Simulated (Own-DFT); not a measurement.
# A pressure from energies alone: alpha-quartz SiO2, 70 atoms (O46Si24), with two O vacancies

All values are computed. Each geometry was run twice at fixed positions with Own-DFT, a retired in-house plane-wave program that no person has reviewed: with PBE, and with HSE06 (exact exchange share 0.25 at short range, screening 0.11 per bohr, Gygi-Baldereschi treatment of its divergence). Both used PseudoDojo norm-conserving files made for PBE, a cutoff of 48 hartree, the Gamma point alone, fixed occupations, a neutral cell and no spin. With Gamma alone and a thickness of 8.5 Å, finite-size errors remain in every number. The oxygen file's force components were 24 meV/Å off all-electron values in a glass.

Unstrained cell vectors in Å: (9.827, 0.000, 0.000); (-4.913, 8.510, 0.000); (0.000, 0.000, 10.810), volume V0 = 904.1 Å³, from measured lattice constants. Each geometry has its own random strain of a few per cent, its own defect sites and random moves of rms u per axis. HSE06 gave the energy alone. D is its energy less that of PBE, over the lowest D shown. The PBE stress wasn't checked against mesh or cutoff.

| run | V - V0 (Å³) | u (Å) | P with PBE (GPa) | D (eV) |
|---|---|---|---|---|
| 1 | 3.6 | 0.0292 | 5.92 | 1.252 |
| 2 | -20.4 | 0.0284 | 12.66 | 0.562 |
| 3 | 6.4 | 0.0291 | 5.78 | 1.363 |
| 4 | 11.1 | 0.0316 | 5.19 | 1.450 |
| 5 | 14.6 | 0.0294 | 4.25 | 1.524 |
| 6 | -30.9 | 0.0289 | 14.89 | 0.277 |
| 7 | -29.8 | 0.0288 | 14.09 | 0.348 |
| 8 | 27.1 | 0.0282 | 1.79 | 1.774 |
| 9 | -17.9 | 0.0301 | 11.55 | 0.616 |
| 10 | 5.4 | 0.0290 | 6.50 | 1.208 |
| 11 | -41.8 | 0.0263 | 16.84 | 0.000 |
| 12 | 32.5 | 0.0313 | 0.57 | 2.022 |
| 13 | -11.8 | 0.0306 | 10.21 | 0.742 |
| 14 | 15.0 | 0.0326 | 4.44 | ? |

## What the rows give

D = 1.12 + 0.0269 (V - V0) eV, with an error of 0.0006 on the volume slope and a scatter of 0.05 eV. Pressure is -dE/dV, and 1 eV/Å³ is 160.2 GPa, so HSE06 changes the pressure by -4.3 ± 0.1 GPa. Turning this into a change of volume would need the relaxed stiffness: quartz yields by tilting its tetrahedra, which these fixed-ion runs don't allow.

## Prediction

The question: what D should run 14 give?

The fit gives 1.52 eV, with rows scattering by 0.05. Computed: 1.446 eV.
